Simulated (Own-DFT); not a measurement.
# Computed records: SiC (4H silicon carbide, atoms displaced)

All values are calculated (Own-DFT development build). A calculation, not a measurement: plane-wave PBE density functional theory by an unreviewed code, no spin, of a simulated periodic cell, stress positive in tension, free energy of the whole cell less one offset for each atom, forces on such cells passed a denser k mesh, this cell's mesh not checked; offsets are fitted by least squares, one for each functional and potential file, so energies compare only between cells with the same atoms and settings and are not formation energies; the far tail of each file's local potential was reset to the Coulomb form; each entry is a single point on an unrelaxed cell, so the pressure reflects the starting lattice, mostly measured values (interpolated for alloys), from which strain is counted, and rises with the displacements; printed positions are rounded, which can move forces by about a meV/angstrom; the program, named Own-DFT, is a retired in-house code; no spin-orbit coupling.

Settings shared by all entries: functional PBE; potential files PseudoDojo norm-conserving, scalar-relativistic, standard set; wave cutoff 42 hartree; occupations Fermi-Dirac; smearing width 0.1 eV; hardware one NVIDIA H100; k mesh 4 x 4 x 3 centred on Gamma.

(1) SiC (4H silicon carbide, atoms displaced)

```xyz
72
Lattice="9.2481 0.0000 0.0000 -4.6241 8.0091 0.0000 0.0000 0.0000 10.0681" Properties=species:S:1:pos:R:3 SiC
Si     9.2267     0.0277     4.1066
Si    -0.0330     1.7640     1.5794
C      9.2193     0.0086     0.9214
C     -0.0365     1.7478     3.4595
Si    -1.5515     2.7251     4.1041
Si    -1.5395     4.4785     1.5275
C     -1.5013     2.6772     0.9253
C     -1.5435     4.4197     3.4784
Si     6.1189     5.3035     4.1267
Si    -3.0944     7.1231     1.5785
C      6.1600     5.3114     0.9356
C     -3.1040     7.1510     3.4624
Si     3.0826     0.0494     4.1009
Si     3.1363     1.8231     1.6007
C      3.0857     0.0374     0.9430
C      3.0347     1.8176     3.4331
Si     1.5720     2.7073     4.0972
Si     1.5230     4.4840     1.5595
C      1.5029     2.6833     0.9807
C      1.5647     4.4065     3.4799
Si    -0.0404     5.3600     4.1147
Si     0.0143     7.0852     1.6007
C     -0.0013     5.3538     0.9499
C      0.0168     7.1269     3.4867
Si     6.2039     0.0346     4.0875
Si     6.2132     1.7914     1.5348
C      1.5450     7.9631     0.9122
C      6.1883     1.7871     3.4249
Si     4.6541     2.6741     4.0717
Si     4.6520     4.4467     1.5735
C      4.5804     2.6420     0.9827
C      4.6475     4.4499     3.4508
Si     3.1313     5.3407     4.1261
Si     3.1226     7.1308     1.5879
C      3.0635     5.3324     0.9432
C      3.0971     7.1394     3.4381
Si     4.6255     7.9496     9.1412
Si     4.5956     6.2117     6.6297
C      4.5948     8.0053     5.9706
C      4.6091     6.2153     8.5116
Si     6.1637     5.2836     9.0633
Si     6.1167     3.6072     6.6502
C     -3.0362     5.3804     5.9602
C      6.1582     3.5659     8.4854
Si     7.6647     2.6717     9.0985
Si     7.7065     0.9135     6.5752
C     -1.5031     2.6881     5.9791
C      7.6978     0.9041     8.4665
Si     1.5823     8.0087     9.1041
Si     1.5852     6.1992     6.6139
C      6.1822     0.0306     5.9620
C      1.5954     6.2699     8.5710
Si     3.0633     5.3376     9.0927
Si     3.0152     3.5605     6.6040
C      3.1563     5.2970     5.9700
C      3.0885     3.5434     8.4992
Si     4.6070     2.6987     9.1315
Si     4.6565     0.8849     6.5845
C      4.6846     2.6406     5.9674
C      4.5951     0.8735     8.4503
Si    -1.5397     7.9976     9.0845
Si    -1.5982     6.2224     6.6015
C      3.0405     0.0449     5.9195
C     -1.5315     6.2525     8.4819
Si    -0.0236     5.3283     9.0591
Si    -0.0185     3.6002     6.6030
C      0.0535     5.3143     5.9758
C     -0.0052     3.5247     8.5173
Si     1.5598     2.7127     9.0766
Si     1.5501     0.8724     6.5480
C      1.5505     2.6123     5.9723
C      1.5804     0.8853     8.5010
```

Results for SiC (4H silicon carbide, atoms displaced): free energy of cell above offsets -10.407 eV; pressure 3.84 GPa; stress xx -3.18 GPa; stress yy -3.79 GPa; stress zz -4.54 GPa; stress yz 0.3 GPa; stress xz -0.09 GPa; stress xy -0.59 GPa; wall time 375.1 s.

Force:
| element | x (eV/Å) | y (eV/Å) | z (eV/Å) |
| --- | --- | --- | --- |
| Si | 0.365 | -0.513 | -0.534 |
| Si | 1.102 | 0.326 | -0.038 |
| C | 0.698 | -0.381 | 0.346 |
| C | 0.441 | 1.351 | 0.488 |
| Si | 0.462 | -1.675 | -0.27 |
| Si | 0.229 | -0.69 | 1.059 |
| C | -1.123 | 0.386 | -0.476 |
| C | -0.385 | 1.624 | -0.549 |
| Si | 1.438 | 1.354 | -1.462 |
| Si | 0.375 | 0.393 | -0.266 |
| C | 0.141 | 0.646 | -0.761 |
| C | 0.263 | -0.811 | 0.474 |
| Si | -0.261 | -0.591 | -1.479 |
| Si | -2.807 | -1.17 | -0.643 |
| C | 0.201 | -0.803 | -0.008 |
| C | 1.704 | -0.336 | 1.179 |
| Si | -1.388 | -1.254 | -0.441 |
| Si | 0.31 | -1.098 | 0.622 |
| C | 0.847 | 0.021 | -1.046 |
| C | -0.389 | 2.179 | 0.038 |
| Si | 1.224 | -0.598 | -0.756 |
| Si | -0.503 | 1.261 | -0.607 |
| C | -0.359 | -0.135 | -0.859 |
| C | -0.181 | 0.287 | 0.164 |
| Si | -0.47 | -0.54 | -0.462 |
| Si | -0.769 | -0.786 | 0.18 |
| C | 0.371 | 0.996 | 0.628 |
| C | -0.163 | 0.288 | 0.437 |
| Si | -0.503 | -0.412 | -0.044 |
| Si | -1.078 | -0.058 | -0.246 |
| C | 2.397 | 1.309 | -1.341 |
| C | -0.453 | -0.182 | 0.46 |
| Si | -0.984 | 0.026 | -1.67 |
| Si | -1.077 | -0.613 | -0.795 |
| C | 0.939 | 0.164 | -0.15 |
| C | -0.071 | -0.641 | 1.101 |
| Si | 0.257 | 1.926 | -0.732 |
| Si | 1.185 | 0.98 | -0.294 |
| C | 0.271 | -0.356 | 0.326 |
| C | 0.372 | -0.62 | -0.471 |
| Si | 0.08 | 1.787 | 1.52 |
| Si | 1.345 | -0.958 | -1.659 |
| C | -2.094 | -1.105 | 0.865 |
| C | -0.413 | -0.487 | 0.423 |
| Si | 1.216 | -0.61 | 0.453 |
| Si | 0.189 | 0.093 | 0.525 |
| C | -1.271 | 0.509 | 0.242 |
| C | 0.524 | -0.281 | 0.271 |
| Si | -1.07 | 0.896 | 0.392 |
| Si | -0.088 | 1.06 | 0.063 |
| C | 0.14 | -1.129 | 0.056 |
| C | -1.39 | -1.364 | -2.211 |
| Si | 0.65 | -0.402 | 1.52 |
| Si | 1.816 | -1.316 | -0.166 |
| C | -1.337 | 0.387 | 0.482 |
| C | -0.137 | 1.088 | -0.607 |
| Si | -0.019 | -1.481 | 0.157 |
| Si | -0.853 | -0.023 | 0.02 |
| C | -1.321 | 1.013 | -0.002 |
| C | 1.113 | 0.471 | 0.765 |
| Si | 0.109 | 0.778 | 1.244 |
| Si | 2.305 | 1.318 | -0.256 |
| C | 1.481 | -1.197 | 1.115 |
| C | -0.697 | -1.068 | -0.317 |
| Si | 0.91 | 0.319 | 1.414 |
| Si | 0.735 | -1.568 | 0.213 |
| C | -0.979 | 1.208 | 0.515 |
| C | -0.315 | 1.072 | -1.003 |
| Si | -0.596 | -1.76 | 1.912 |
| Si | -0.84 | -0.055 | 1.615 |
| C | -0.666 | 1.586 | 0.014 |
| C | -1.152 | -0.038 | -0.684 |

(2) SiC (4H silicon carbide, atoms displaced)

```xyz
72
Lattice="9.2481 0.0000 0.0000 -4.6241 8.0091 0.0000 0.0000 0.0000 10.0681" Properties=species:S:1:pos:R:3 SiC
Si     0.0216     0.0005     4.0818
Si     0.0114     1.7557     1.5879
C      4.6574     7.9225     0.9098
C     -0.0191     1.7495     3.4568
Si     7.6433     2.6309     4.0867
Si    -1.5314     4.4329     1.5830
C     -1.5424     2.7272     0.9181
C     -1.5830     4.5117     3.4702
Si    -3.0662     5.3821     4.0826
Si    -3.0669     7.1082     1.5824
C     -3.0842     5.3602     0.9254
C     -3.1306     7.0990     3.4790
Si    -1.5828     8.0064     4.0334
Si     3.0983     1.7869     1.5671
C      3.1351     0.0081     0.8953
C      3.0959     1.8237     3.4763
Si     1.5747     2.6725     4.0570
Si     1.5797     4.4726     1.5227
C      1.5292     2.6722     0.9441
C      1.5151     4.4014     3.4800
Si     0.0123     5.3076     4.1323
Si    -0.0063     7.1383     1.5056
C     -0.0480     5.2984     0.9375
C      0.0232     7.1443     3.4900
Si     1.5245     7.9926     4.0376
Si     6.1166     1.7832     1.5984
C      1.5598     7.9829     0.9521
C      6.1419     1.7255     3.4727
Si     4.6546     2.6684     4.1174
Si     4.6610     4.4179     1.5102
C      4.5556     2.6460     0.9317
C      4.6450     4.4021     3.4502
Si     3.1005     5.3023     4.1145
Si     3.0761     7.0887     1.5273
C      3.0682     5.3489     0.9537
C      3.0767     7.0872     3.4967
Si    -4.5998     8.0034     9.1244
Si     4.6173     6.2069     6.6840
C      4.6101     7.9884     5.9470
C      4.6292     6.2691     8.4786
Si     6.1262     5.3532     9.1131
Si     6.1792     3.5532     6.6053
C     -3.0250     5.3709     5.9953
C      6.1874     3.5875     8.4370
Si    -1.5379     2.7395     9.0675
Si     7.6924     0.8602     6.5965
C      7.6534     2.6401     5.9007
C      7.7100     0.8918     8.5661
Si     6.1544     0.0630     9.0800
Si     1.5399     6.2695     6.5715
C      6.1118     0.0762     6.0188
C      1.5320     6.2322     8.5132
Si     3.0335     5.3521     9.0813
Si     3.0325     3.5928     6.6174
C      3.1111     5.3574     5.9585
C      3.0506     3.5657     8.5026
Si     4.6813     2.6265     9.1415
Si     4.5954     0.9319     6.5620
C      4.6190     2.6801     5.9592
C      4.5950     0.9102     8.4763
Si     3.0948     0.0300     9.0504
Si    -1.5135     6.2547     6.6252
C     -1.5783     7.9970     5.9863
C     -1.5780     6.1817     8.4818
Si    -0.0190     5.3167     9.1336
Si     0.0524     3.5802     6.6616
C     -0.0151     5.3269     5.9993
C      0.0058     3.5413     8.4779
Si     1.4722     2.6565     9.1127
Si     1.4903     0.9628     6.6670
C      1.5647     2.6921     5.9621
C      1.5407     0.8961     8.5179
```

It finds free energy of cell above offsets -10.365 eV; pressure 3.8 GPa; stress xx -3.46 GPa; stress yy -3.57 GPa; stress zz -4.37 GPa; stress yz 0.24 GPa; stress xz 0.23 GPa; stress xy -0.02 GPa; wall time 348.6 s.

Force:
| element | x (eV/Å) | y (eV/Å) | z (eV/Å) |
| --- | --- | --- | --- |
| Si | -1.366 | -0.259 | 0.25 |
| Si | -0.569 | 0.006 | -0.754 |
| C | -0.451 | 1.487 | 0.679 |
| C | 0.274 | 0.63 | 0.247 |
| Si | 1.055 | 0.95 | -0.88 |
| Si | -0.701 | 0.657 | 0.26 |
| C | -0.382 | -1.593 | 0.19 |
| C | 1.027 | -1.502 | -0.108 |
| Si | -0.951 | -1.195 | 0.928 |
| Si | 0.258 | 0.079 | -0.412 |
| C | 0.3 | -0.802 | -0.084 |
| C | 1.035 | 0.854 | -1.04 |
| Si | 0.781 | 0.211 | 1.327 |
| Si | -1.302 | -0.426 | 0.181 |
| C | -1.331 | 0.23 | 0.296 |
| C | 0.128 | -1.12 | -0.599 |
| Si | -1.216 | -0.472 | 0.497 |
| Si | -1.472 | -0.74 | 1.261 |
| C | 0.196 | -0.224 | -0.227 |
| C | 0.689 | 1.194 | -0.596 |
| Si | -0.5 | 0.606 | -0.877 |
| Si | 0.56 | -1.082 | 1.338 |
| C | 1.31 | 0.944 | -0.11 |
| C | -1.373 | -1.147 | -1.066 |
| Si | 0.738 | -0.167 | 1.53 |
| Si | 1.037 | -0.214 | -0.764 |
| C | -0.473 | 0.997 | -0.869 |
| C | 0.003 | 0.951 | -0.507 |
| Si | -0.428 | -0.022 | -0.509 |
| Si | -0.909 | 0.776 | 1.271 |
| C | 1.935 | 0.472 | -0.262 |
| C | 0.144 | 0.839 | -0.172 |
| Si | -0.109 | 0.101 | -1.132 |
| Si | 0.501 | 0.449 | 1.377 |
| C | 0.923 | -0.581 | -1.191 |
| C | 0.25 | 0.171 | -0.888 |
| Si | -0.566 | 0.235 | 0.175 |
| Si | 1.009 | 0.586 | -2.607 |
| C | 0.142 | 0.39 | 1.239 |
| C | -0.773 | -0.875 | 1.257 |
| Si | 0.513 | -0.074 | -0.035 |
| Si | -0.24 | 0.56 | -1.392 |
| C | -1.2 | -0.581 | -0.185 |
| C | -0.759 | -0.372 | 1.457 |
| Si | -0.285 | -1.382 | 1.168 |
| Si | 0.201 | 0.698 | 0.158 |
| C | 1.366 | 0.27 | 2.24 |
| C | 0.441 | 0.784 | -1.48 |
| Si | -0.049 | -1.39 | 0.988 |
| Si | -0.192 | -0.143 | 0.539 |
| C | 0.751 | -1.555 | -1.255 |
| C | -0.681 | 0.616 | -0.702 |
| Si | 0.916 | -0.172 | 0.901 |
| Si | 1.396 | -0.298 | -0.146 |
| C | -0.662 | -0.083 | 0.95 |
| C | 0.451 | -0.378 | 0.18 |
| Si | -1.376 | 1.32 | -0.976 |
| Si | -0.687 | -0.305 | 0.424 |
| C | -0.388 | 0.758 | 0.777 |
| C | 0.738 | -0.054 | -0.419 |
| Si | -0.332 | -1.213 | 1.015 |
| Si | -0.602 | -0.358 | -0.422 |
| C | 0.047 | 1.111 | -0.279 |
| C | 0.79 | 1.146 | 0.578 |
| Si | 0.009 | 0.616 | -0.243 |
| Si | -1.359 | -0.578 | -2.339 |
| C | 0.8 | 0.398 | 0.093 |
| C | -0.227 | 0.608 | 0.496 |
| Si | 1.764 | 0.199 | 0.897 |
| Si | 0.565 | -1.63 | -1.684 |
| C | -0.777 | -0.078 | 0.157 |
| C | -0.355 | 0.168 | -0.11 |

(3) SiC (4H silicon carbide, atoms displaced)

```xyz
72
Lattice="9.2481 0.0000 0.0000 -4.6241 8.0091 0.0000 0.0000 0.0000 10.0681" Properties=species:S:1:pos:R:3 SiC
Si     0.0505     0.0106     4.1011
Si     0.0055     1.7694     1.5464
C      4.6042     7.9866     0.9022
C     -0.0189     1.7606     3.4054
Si     7.7057     2.6618     4.1511
Si    -1.5176     4.4290     1.6181
C      7.7020     2.6406     0.9129
C     -1.4695     4.4857     3.5210
Si    -3.0352     5.3514     4.0671
Si    -3.1090     7.1244     1.5637
C     -3.0817     5.3603     0.9249
C     -3.0839     7.1288     3.4813
Si     3.1038     0.0506     4.0626
Si     3.0156     1.7782     1.5303
C     -1.5874     7.9941     0.9290
C      3.0514     1.8027     3.4471
Si     1.5194     2.6609     4.0491
Si     1.4958     4.4452     1.5959
C      1.5709     2.7158     0.8950
C      1.5536     4.4001     3.4248
Si    -0.0108     5.3558     4.0632
Si     0.0104     7.1121     1.6166
C     -0.0066     5.3450     0.9460
C      0.0165     7.1385     3.4954
Si     6.1327     0.0298     4.1614
Si     6.1264     1.7830     1.5841
C      6.1327     0.0262     0.9950
C      6.1407     1.7839     3.4825
Si     4.5686     2.6440     4.1290
Si     4.6541     4.4449     1.5694
C      4.6333     2.6824     0.9578
C      4.5933     4.4322     3.4905
Si     3.1455     5.3156     4.0964
Si     3.0951     7.1397     1.4952
C      3.0630     5.2917     0.9195
C      3.0816     7.1024     3.4446
Si    -4.5653     7.9766     9.1426
Si     4.6201     6.2347     6.6501
C      4.6125     7.9809     5.9618
C      4.6611     6.2479     8.5002
Si     6.1344     5.3172     9.0869
Si     6.1064     3.5810     6.6880
C      6.1354     5.3571     5.9545
C      6.2203     3.6082     8.5200
Si    -1.5241     2.6496     9.1230
Si     7.6681     0.9519     6.5496
C     -1.5335     2.6776     5.9658
C      7.7271     0.8394     8.4584
Si     6.1533     0.0582     9.1755
Si     1.5556     6.2444     6.5668
C      1.5308     7.9889     5.9547
C      1.5359     6.2220     8.4600
Si     3.1118     5.3450     9.1813
Si     3.0798     3.5633     6.6428
C      3.0392     5.3963     5.9725
C      3.1150     3.5599     8.5055
Si     4.5763     2.6538     9.1227
Si     4.5794     0.8778     6.6359
C      4.6682     2.6267     6.0114
C      4.6211     0.9793     8.4898
Si     3.0634     0.0507     9.1196
Si    -1.5340     6.2273     6.6329
C      3.0976     0.0543     5.9565
C     -1.5569     6.1978     8.5115
Si    -0.0387     5.3829     9.1148
Si     0.0090     3.5301     6.6136
C      0.0209     5.2443     5.9319
C      0.0212     3.5930     8.4539
Si     1.5506     2.6671     9.1088
Si     1.5220     0.8751     6.6373
C      1.5166     2.6850     5.9655
C      1.5751     0.8753     8.5086
```

Results for SiC (4H silicon carbide, atoms displaced): free energy of cell above offsets -10.366 eV; pressure 3.8 GPa; stress xx -2.54 GPa; stress yy -3.19 GPa; stress zz -5.66 GPa; stress yz 0.02 GPa; stress xz -0.29 GPa; stress xy 0.51 GPa; wall time 371.3 s.

Force:
| element | x (eV/Å) | y (eV/Å) | z (eV/Å) |
| --- | --- | --- | --- |
| Si | -1.604 | -0.601 | -0.54 |
| Si | -0.158 | 0.157 | -0.416 |
| C | 0.747 | 0.705 | 0.493 |
| C | 0.165 | 0.31 | 1.077 |
| Si | -0.132 | 0.207 | -1.711 |
| Si | -0.545 | 0.271 | -0.836 |
| C | 0 | 0.376 | 0.902 |
| C | -1.878 | -1.41 | -1.258 |
| Si | -1.113 | -0.318 | 0.573 |
| Si | 0.146 | -0.397 | 0.355 |
| C | 0.201 | -0.629 | 0.478 |
| C | 0.838 | 0.036 | -0.73 |
| Si | -0.543 | -0.803 | 0.353 |
| Si | 1.524 | 0.186 | 0.638 |
| C | 0.791 | 0.418 | 0.316 |
| C | 0.118 | -0.391 | -0.262 |
| Si | -0.309 | 0.053 | 0.697 |
| Si | 0.995 | 0.318 | -0.896 |
| C | -1.365 | -0.896 | 0.428 |
| C | -0.157 | 1.175 | 0.975 |
| Si | 1.904 | -0.091 | 0.906 |
| Si | -0.674 | 0.212 | -0.481 |
| C | -0.163 | 0.061 | 0.099 |
| C | -0.49 | -0.004 | -0.287 |
| Si | 1.29 | -0.657 | -2.226 |
| Si | 0.703 | 0.233 | 0.455 |
| C | 0.322 | -0.376 | -0.978 |
| C | 0.066 | 0.448 | 0.222 |
| Si | 1.079 | 0.637 | -0.466 |
| Si | -0.772 | 0.214 | 0.375 |
| C | -0.771 | -0.514 | -0.514 |
| C | 1.912 | -0.332 | -0.556 |
| Si | -1.853 | 1.046 | -0.322 |
| Si | -0.911 | -1.065 | 1.905 |
| C | 0.341 | 0.949 | 1.105 |
| C | 0.208 | 0.522 | 0.145 |
| Si | -1.019 | 0.784 | -1.101 |
| Si | -0.426 | 0.053 | -1.404 |
| C | 0.037 | 1.03 | 0.679 |
| C | -0.738 | -0.678 | 0.355 |
| Si | 1.014 | 0.865 | 1.226 |
| Si | 1.433 | 0.115 | -1.784 |
| C | 0.427 | -0.259 | 0.785 |
| C | -1.29 | -1.777 | 0.16 |
| Si | 0.435 | 0.118 | -0.702 |
| Si | 0.68 | -1.87 | 0.874 |
| C | -0.709 | 0.555 | 1.031 |
| C | -0.013 | 0.97 | 0.689 |
| Si | 0.154 | -1.152 | -1.189 |
| Si | -1.173 | -0.606 | 0.691 |
| C | -0.518 | 0.977 | 1.429 |
| C | 0.058 | 0.802 | 1.121 |
| Si | -0.895 | 0.073 | -1.795 |
| Si | -0.112 | 0.246 | -1.061 |
| C | 1.683 | -1.571 | 0.245 |
| C | -0.739 | 0.413 | 0.091 |
| Si | 1.588 | 1.607 | 0.756 |
| Si | 1.271 | 0.165 | -0.526 |
| C | -1.414 | 0.844 | -0.107 |
| C | -0.121 | -2.239 | 0.475 |
| Si | 1.153 | -1.477 | 0.17 |
| Si | 0.207 | -0.318 | -1.179 |
| C | -0.761 | -1.208 | 0.464 |
| C | -0.263 | 1.558 | -0.226 |
| Si | 1.309 | -0.828 | -0.026 |
| Si | -0.146 | 0.377 | -0.51 |
| C | -0.391 | 2.157 | 0.66 |
| C | -0.302 | -0.708 | 1.356 |
| Si | -0.198 | 0.726 | -0.467 |
| Si | 0.067 | 0.439 | -1.17 |
| C | 0.756 | -0.911 | 0.108 |
| C | -0.954 | 0.676 | -0.135 |
